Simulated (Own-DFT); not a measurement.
# Response to strain: 4H SiC, 72 atoms (C36Si36)

Calculated results; nothing here was measured. They come from Own-DFT, an in-house plane-wave density functional program, since retired, whose code no person has reviewed. Each row is one single-point run on a periodic cell that was not relaxed, without spin or spin-orbit coupling.

Settings of every run: PBE; PseudoDojo norm-conserving scalar-relativistic files; cutoff 42 hartree; 4 x 4 x 3 k mesh centred on Gamma; Fermi-Dirac smearing of 0.1 eV.

Known limits: forces on such cells passed a denser k mesh, each cell not checked; stress not checked against mesh or cutoff.

Unstrained cell vectors in Å: (9.248, 0.000, 0.000); (-4.624, 8.009, 0.000); (0.000, 0.000, 10.068). The unstrained cell has measured lattice constants (interpolated for alloys), not those of this functional. That, the random moves and any unrelaxed bonds set the pressure at no strain. Each run strains this cell uniformly, with the atoms carried along. Every atom was also moved at random, by a Gaussian of width 0.05 Å on each axis. Strain is the symmetric tensor, in per cent. Stress is positive in tension, and the pressure is minus a third of its trace.

```
run,e_xx (%),e_yy (%),e_zz (%),e_yz (%),e_xz (%),e_xy (%),s_xx (GPa),s_yy (GPa),s_zz (GPa),s_yz (GPa),s_xz (GPa),s_xy (GPa),P (GPa),E (meV/atom)
1,-1.17,-0.79,-0.71,-0.30,-1.37,-1.94,-12.33,-10.58,-12.61,-1.31,-5.14,-9.63,11.84,38.0
2,1.09,-1.29,1.94,0.36,-1.77,1.42,0.97,-8.86,2.27,1.38,-6.46,6.66,1.87,25.9
3,1.51,1.00,-1.23,-0.12,0.09,-1.58,5.33,0.23,-15.63,0.53,-0.02,-6.49,3.35,32.0
4,-1.99,1.99,0.95,-0.79,0.38,0.52,-14.24,4.53,-0.57,-2.23,0.68,3.13,3.43,20.4
5,1.91,-1.88,-1.52,0.80,0.36,0.02,4.03,-16.00,-16.18,3.85,1.72,-0.24,9.38,39.4
6,0.73,1.94,-0.56,0.11,-0.60,-0.60,1.67,4.22,-7.69,1.48,-2.23,-2.70,0.60,0.0
7,0.50,-1.39,-0.49,-1.62,1.25,-0.18,-4.16,-13.51,-8.86,-5.98,4.70,-1.46,8.84,41.9
8,-0.77,-0.02,-0.44,0.42,0.84,0.90,-11.16,-6.24,-7.92,1.82,3.83,4.09,8.44,26.6
9,1.68,-1.23,0.07,-1.82,0.56,-0.92,2.38,-13.17,-6.73,-6.43,1.58,-5.94,5.84,65.3
10,1.01,-0.49,-1.26,0.77,1.46,1.01,0.91,-6.19,-15.98,2.65,5.01,3.76,7.09,26.8
11,-0.75,-0.25,-1.73,0.32,0.42,-1.49,-9.34,-6.66,-20.80,0.40,1.14,-7.57,12.27,40.2
12,-1.86,-0.81,-1.96,-0.89,-0.75,-0.33,-16.71,-11.88,-21.22,-3.03,-2.24,-0.63,16.60,31.2
13,1.78,0.66,0.05,1.04,0.71,1.36,5.65,0.60,-5.95,3.99,2.48,5.55,-0.10,12.1
14,1.70,0.75,0.46,0.00,-0.83,1.42,4.63,0.37,-2.88,0.34,-2.76,6.96,-0.71,12.6
15,0.41,-0.61,-1.99,0.52,1.82,-1.45,-5.53,-8.41,-19.93,2.95,6.70,-8.20,11.29,51.4
16,-1.29,-1.04,1.29,-1.00,-0.14,0.35,-13.63,-10.96,0.55,-2.51,-0.83,2.12,8.01,28.3
17,-0.21,-1.10,-1.97,-1.93,-0.46,0.27,?,?,?,?,?,?,?,?
```

E is the free energy for each atom above the lowest run shown.

## Worked fit

Each stress component was fitted by least squares to a constant and the strains of the runs shown, as fractions, with shears doubled. Shear strains stay in the fit of a normal stress only where such slopes are resolved. The slopes, in GPa:

| stress | at no strain | per e_xx | per e_yy | per e_zz | scatter |
|---|---|---|---|---|---|
| s_xx | -5.2 | 576 ± 18 | 112 ± 21 | 15 ± 21 | 0.96 |
| s_yy | -5.2 | 56 ± 23 | 541 ± 27 | 54 ± 27 | 1.23 |
| s_zz | -7.1 | 29 ± 29 | 62 ± 35 | 633 ± 34 | 1.56 |

Each shear stress against twice its own strain: yz 183 ± 13, xz 175 ± 5, xy 249 ± 11 GPa. These are stiffnesses along x, y and z of the frame in which the cell vectors are given, which need not be the crystal's axes. The atoms are held to the strained lattice; where symmetry lets them move under strain, relaxing them would lower some slopes. The table should be nearly symmetric about its diagonal, and what it lacks of that shows the noise. A ninth of its sum, 231 ± 5 GPa, estimates the bulk modulus near the mean pressure of these runs, 6.8 GPa, so it lies above the value at zero pressure.

## Withheld run

Question: what normal stresses and pressure should run 17 give?

The fit gives s_xx = -7.9, s_yy = -12.3, s_zz = -20.4 and P = 13.5 GPa. The calculation gave -9.69, -11.94, -19.13 and P = 13.59 GPa.
